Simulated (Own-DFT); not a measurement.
# What random displacements cost in 2H SiC, 32 atoms (C16Si16)

Calculated results; nothing here was measured. The program, named Own-DFT, is a retired in-house plane-wave density functional code that no person has reviewed. Each row is one single-point run on a periodic cell that was not relaxed, without spin or spin-orbit coupling.

Settings of every run: PBE; PseudoDojo norm-conserving scalar-relativistic files; cutoff 42 hartree; 5 x 5 x 3 k mesh centred on Gamma; Fermi-Dirac smearing of 0.1 eV.

Known limits, some of them of some rows only: some atoms lie very close together; forces on such cells passed a denser k mesh, each cell not checked; stress not checked against mesh or cutoff.

Cell vectors in Å: (6.165, 0.000, 0.000); (-3.083, 5.339, 0.000); (0.000, 0.000, 10.068). In each run every atom was moved at random and independently from its ideal site; u is the rms move along one axis. E is the free energy for each atom above the fitted value at u = 0, and F the rms of the force components.

```
run   u (Å)  E (meV/atom)  F (eV/Å)  largest force (eV/Å)  P (GPa)
  1  0.0270          26.9     0.755                  2.66     3.75
  2  0.0338          41.2     0.936                  2.84     4.02
  3  0.0640         141.1     1.889                  6.85     6.35
  4  0.0643             ?         ?                     ?        ?
  5  0.0998         379.2     3.610                 17.95    11.23
  6  0.1090         463.5     3.706                 14.93    15.33
  7  0.1097         402.5     3.035                  8.29    13.51
```

## Worked fit

For small independent moves the energy grows as E = (3/2) K u², with K the mean stiffness felt by one atom. The runs with u up to 0.11 Å give K = 24.2 ± 0.9 eV/Å², with residuals divided by u² + 0.0006 Å², since the noise grows with the moves. The scatter is 6.8 meV/atom at u = 0.05 Å. The forces follow F = G u with G = 30.7 eV/Å²; no force at u = 0 is resolved. G exceeds K because the moves of its neighbours add to the force on an atom, and stiffness differs between atoms. The pressure follows P = 2.83 + 934 u² GPa: at fixed volume, shortened bonds push harder than stretched ones pull.

## Withheld run

Question: what energy and rms force should run 4 give?

The fit gives 150 ± 12 meV/atom and about 1.97 eV/Å. The calculation gave 155.6 meV/atom and 1.951 eV/Å.
